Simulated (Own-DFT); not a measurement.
# What a defect does to the pressure of its cell: D0_22 TiAl3

Calculated, not measured: single-point runs of Own-DFT, a retired in-house plane-wave DFT program that no person has reviewed, on unrelaxed cells, without spin or spin-orbit coupling.

All runs used: PBE; PseudoDojo norm-conserving scalar-relativistic files; cutoff 42 hartree; 4 x 4 x 4 k mesh centred on Gamma; cold (Marzari-Vanderbilt) smearing of 0.2 eV.

Limits: forces on such cells failed a check on a denser k mesh; stress not checked against mesh or cutoff.

All runs share one cell, with vectors in Å (-2.365, -6.981, 4.326); (-7.667, 3.491, 1.442); (-2.950, -3.488, -7.241) and a volume of 625.4 Å³. The atoms are randomly displaced, by u rms on each axis. The defect's site can differ from row to row.

| cell | formula | u (Å) | P (GPa) |
|---|---|---|---|
| no defect | Al30Ti10 | 0.0210 | 2.01 |
| no defect | Al30Ti10 | 0.0464 | 2.55 |
| no defect | Al30Ti10 | 0.0467 | 2.55 |
| two Al vacancies | Al28Ti10 | 0.0269 | 1.10 |
| two Al vacancies | Al28Ti10 | 0.0281 | 1.14 |
| two Al vacancies | Al28Ti10 | 0.0453 | ? |
| two Al vacancies | Al28Ti10 | 0.0478 | 1.57 |
| two Ti on an Al site each | Al28Ti12 | 0.0266 | 3.33 |
| two Ti on an Al site each | Al28Ti12 | 0.0493 | 3.72 |
| two Ti on an Al site each | Al28Ti12 | 0.0505 | 3.77 |

## Worked fit

P = P0 + c u² + a shift for each defect gives P0 = 1.93 GPa, c = 278 ± 17 GPa/Å² and a scatter of 0.04 GPa. The shifts, and each times the cell's volume:

- two Ti on an Al site each: 1.15 ± 0.03 GPa, 4.5 eV (2.2 eV for each of its 2 sites)
- two Al vacancies: -1.01 ± 0.03 GPa, -3.9 eV (-2.0 eV for each of its 2 sites)

Positive is outwards. The product with the volume (160.2 GPa Å³ to the eV) is nearly free of the cell's size; divided by the bulk modulus at the cell's pressure it gives the volume that the defect adds. The atoms around the defects weren't relaxed, which would change these numbers.

## Withheld run

Question: what pressure belongs in the blank (two Al vacancies, u = 0.0453 Å)?

The fitted form gives 1.49 ± 0.05 GPa. Computed: 1.54 GPa.
